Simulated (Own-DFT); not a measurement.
# Energy and forces against displacement in grey tin, 64 atoms (Sn64)

All numbers below are calculated, not measured. They come from Own-DFT, an in-house plane-wave density functional program, since retired, whose code no person has reviewed. Each row is one single-point run on a periodic cell that was not relaxed, without spin or spin-orbit coupling.

Settings of every run: PBE; PseudoDojo norm-conserving scalar-relativistic files; cutoff 42 hartree; 3 x 3 x 3 k mesh centred on Gamma; cold (Marzari-Vanderbilt) smearing of 0.2 eV.

Known limits, some of them of some rows only: some atoms lie very close together; forces on such cells moved up to 12 meV/angstrom on a denser k mesh; stress not checked against mesh or cutoff.

Cell vectors in Å: (12.978, 0.000, 0.000); (0.000, 12.978, 0.000); (0.000, 0.000, 12.978). In each run every atom was moved at random and independently from its ideal site; u is the rms move along one axis. E is the free energy for each atom above the fitted value at u = 0, and F the rms of the force components.

```
run   u (Å)  E (meV/atom)  F (eV/Å)  largest force (eV/Å)  P (GPa)
  1  0.0179           4.1     0.197                  0.61     3.37
  2  0.0198           5.0     0.218                  1.14     3.38
  3  0.0461          26.5     0.496                  1.62     3.58
  4  0.0482          25.9     0.487                  1.66     3.57
  5  0.0936             ?         ?                     ?        ?
  6  0.1042         145.1     1.272                  4.67     4.65
  7  0.1476         348.9     2.776                 21.14     6.71
```

## Worked fit

For small independent moves the energy grows as E = (3/2) K u², with K the mean stiffness felt by one atom. The runs with u up to 0.11 Å give K = 8.3 ± 0.4 eV/Å², with residuals divided by u² + 0.0006 Å², since the noise grows with the moves. The scatter is 2.5 meV/atom at u = 0.05 Å. The forces follow F = G u with G = 11.0 eV/Å²; no force at u = 0 is resolved. G exceeds K because the moves of its neighbours add to the force on an atom, and stiffness differs between atoms. At u = 0.148 Å the parabola gives 272 meV/atom and the run 349. The pressure follows P = 3.32 + 122 u² GPa: at fixed volume, shortened bonds push harder than stretched ones pull.

## Withheld run

Question: what energy and rms force should run 5 give?

The fit gives 109 ± 9 meV/atom and about 1.03 eV/Å. The calculation gave 129.2 meV/atom and 1.279 eV/Å. This run lies off the fit, by chance or by something that the fit leaves out.
